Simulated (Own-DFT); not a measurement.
# Energy and forces against displacement in beta-Si3N4, 112 atoms (N64Si48)

These are calculations, not measurements. They come from Own-DFT, an in-house plane-wave density functional program, since retired, whose code no person has reviewed. Each row is one single-point run on a periodic cell that was not relaxed, without spin or spin-orbit coupling.

Settings of every run: PBE; PseudoDojo norm-conserving scalar-relativistic files; cutoff 42 hartree; 2 x 2 x 4 k mesh centred on Gamma; Fermi-Dirac smearing of 0.1 eV.

Known limits, some of them of some rows only: some atoms lie very close together; forces on such cells moved up to 12 meV/angstrom on a denser k mesh; stress not checked against mesh or cutoff.

Cell vectors in Å: (15.212, 0.000, 0.000); (-7.606, 13.174, 0.000); (0.000, 0.000, 5.818). In each run every atom was moved at random and independently from its ideal site; u is the rms move along one axis. E is the free energy for each atom above the fitted value at u = 0, and F the rms of the force components.

```
run,u (Å),E (meV/atom),F (eV/Å),largest force (eV/Å),P (GPa)
1,0.0205,19.4,0.895,3.23,5.52
2,0.0209,19.9,0.902,2.93,5.49
3,0.0214,23.2,0.967,3.23,5.58
4,0.0473,102.8,1.939,7.71,7.55
5,0.0485,105.7,1.991,7.97,7.82
6,0.0985,490.8,5.073,26.25,18.42
7,0.1010,?,?,?,?
8,0.1069,511.4,5.444,42.34,18.11
9,0.1444,957.0,7.514,42.00,30.29
```

## Worked fit

For small independent moves the energy grows as E = (3/2) K u², with K the mean stiffness felt by one atom. The runs with u up to 0.11 Å give K = 31.2 ± 0.9 eV/Å², with residuals divided by u² + 0.0006 Å², since the noise grows with the moves. The scatter is 6.5 meV/atom at u = 0.05 Å. The forces follow F = G u with G = 45.4 eV/Å²; no force at u = 0 is resolved. G exceeds K because the moves of its neighbours add to the force on an atom, and stiffness differs between atoms. At u = 0.144 Å the parabola gives 976 meV/atom and the run 957. The pressure follows P = 4.97 + 1246 u² GPa: at fixed volume, shortened bonds push harder than stretched ones pull.

## Withheld run

Question: what energy and rms force should run 7 give?

The fit gives 477 ± 27 meV/atom and about 4.58 eV/Å. The calculation gave 486.4 meV/atom and 4.759 eV/Å.
